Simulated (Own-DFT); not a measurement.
## Calculated data, SiC (2H silicon carbide, strained, atoms displaced)

Computed with Own-DFT development build. A calculation, not a measurement: plane-wave PBE density functional theory by an unreviewed code, no spin, of a simulated periodic cell, stress positive in tension, free energy of the whole cell less one offset for each atom, forces on such cells passed a denser k mesh, this cell's mesh not checked; offsets are fitted by least squares, one for each functional and potential file, so energies compare only between cells with the same atoms and settings and are not formation energies; the far tail of each file's local potential was reset to the Coulomb form; each entry is a single point on an unrelaxed cell, so the pressure reflects the starting lattice, mostly measured values (interpolated for alloys), from which strain is counted, and rises with the displacements; printed positions are rounded, which can move forces by about a meV/angstrom; the program, named Own-DFT, is a retired in-house code; no spin-orbit coupling.

Entry: SiC (2H silicon carbide, strained, atoms displaced)

```
CELL_PARAMETERS angstrom
6.27490 -0.03750 0.03430
-3.16990 5.27560 -0.08150
0.05600 -0.12120 10.20760
ATOMIC_POSITIONS crystal
Si 0.00719 0.00336 0.00296
Si 0.15125 0.31987 0.25282
C 0.00125 0.01113 0.18959
C 0.14771 0.33818 0.44340
Si 0.99018 0.99461 0.49850
Si 0.17515 0.35255 0.74960
C 0.99468 0.99876 0.68105
C 0.16355 0.31365 0.94019
Si 0.00037 0.49814 0.00053
Si 0.15839 0.82076 0.24393
C 0.97243 0.48475 0.17897
C 0.15370 0.83324 0.44025
Si 0.99471 0.48950 0.49762
Si 0.16962 0.83562 0.74047
C 0.99259 0.49874 0.68275
C 0.15627 0.83657 0.93195
Si 0.50235 0.99152 0.00415
Si 0.67878 0.34422 0.24172
C 0.49470 0.00622 0.18925
C 0.66887 0.34215 0.43695
Si 0.49708 0.99382 0.50706
Si 0.66908 0.32590 0.74608
C 0.49975 0.99461 0.69147
C 0.66707 0.32520 0.93673
Si 0.49273 0.49161 0.99735
Si 0.67129 0.84977 0.24829
C 0.48513 0.49239 0.19021
C 0.65437 0.82839 0.44164
Si 0.50695 0.49950 0.50393
Si 0.66998 0.83148 0.74944
C 0.50357 0.49846 0.69117
C 0.67160 0.85074 0.94045
```

- functional: PBE
- potential files: PseudoDojo norm-conserving, scalar-relativistic, standard set
- wave cutoff: 42 hartree
- occupations: Fermi-Dirac
- smearing width: 0.1 eV
- hardware: one NVIDIA H100
- k mesh: 5 x 5 x 3 centred on Gamma
- free energy of cell above offsets: -2.603 eV
- pressure: 1.83 GPa
- stress xx: 2.12 GPa
- stress yy: -9.93 GPa
- stress zz: 2.31 GPa
- stress yz: -3.97 GPa
- stress xz: 4.18 GPa
- stress xy: -2.7 GPa
- wall time: 122.2 s

Force:
| element | x (eV/Å) | y (eV/Å) | z (eV/Å) |
| --- | --- | --- | --- |
| Si | -1.033 | -1.629 | -0.163 |
| Si | 0.44 | 3.399 | 0.927 |
| C | 0.587 | -3.258 | -0.855 |
| C | 3.712 | -1.615 | -1.644 |
| Si | -0.477 | 0.585 | 0.077 |
| Si | -0.319 | -2.386 | 0.015 |
| C | 0.729 | 0.706 | 1.184 |
| C | -1.054 | 3.45 | -1.329 |
| Si | -0.344 | -0.267 | -2.031 |
| Si | -0.473 | 1.375 | 1.634 |
| C | 4.149 | 1.999 | 0.533 |
| C | 1.47 | -0.357 | -0.954 |
| Si | -2.347 | 2.174 | 0.772 |
| Si | -1.604 | 0.22 | 1.366 |
| C | 1.108 | -0.075 | 0.578 |
| C | 1.953 | -0.94 | 0.823 |
| Si | -2.076 | 1.151 | -0.973 |
| Si | -4.712 | -1.533 | 2.558 |
| C | 0.569 | -1.229 | -0.293 |
| C | 0.204 | -1.435 | -0.264 |
| Si | -0.992 | 0.675 | -1.651 |
| Si | -0.705 | 0.911 | 1.66 |
| C | 0.308 | -0.59 | -0.887 |
| C | -0.359 | 0.542 | -0.145 |
| Si | 0.968 | 0.819 | 0.648 |
| Si | -0.822 | -2.148 | 0.726 |
| C | 0.605 | 1.104 | -0.482 |
| C | 0.537 | 0.526 | -0.966 |
| Si | -1.567 | -0.245 | -0.706 |
| Si | 0.123 | 0.982 | 0.836 |
| C | 0.101 | -0.455 | -0.443 |
| C | 1.321 | -2.453 | -0.552 |
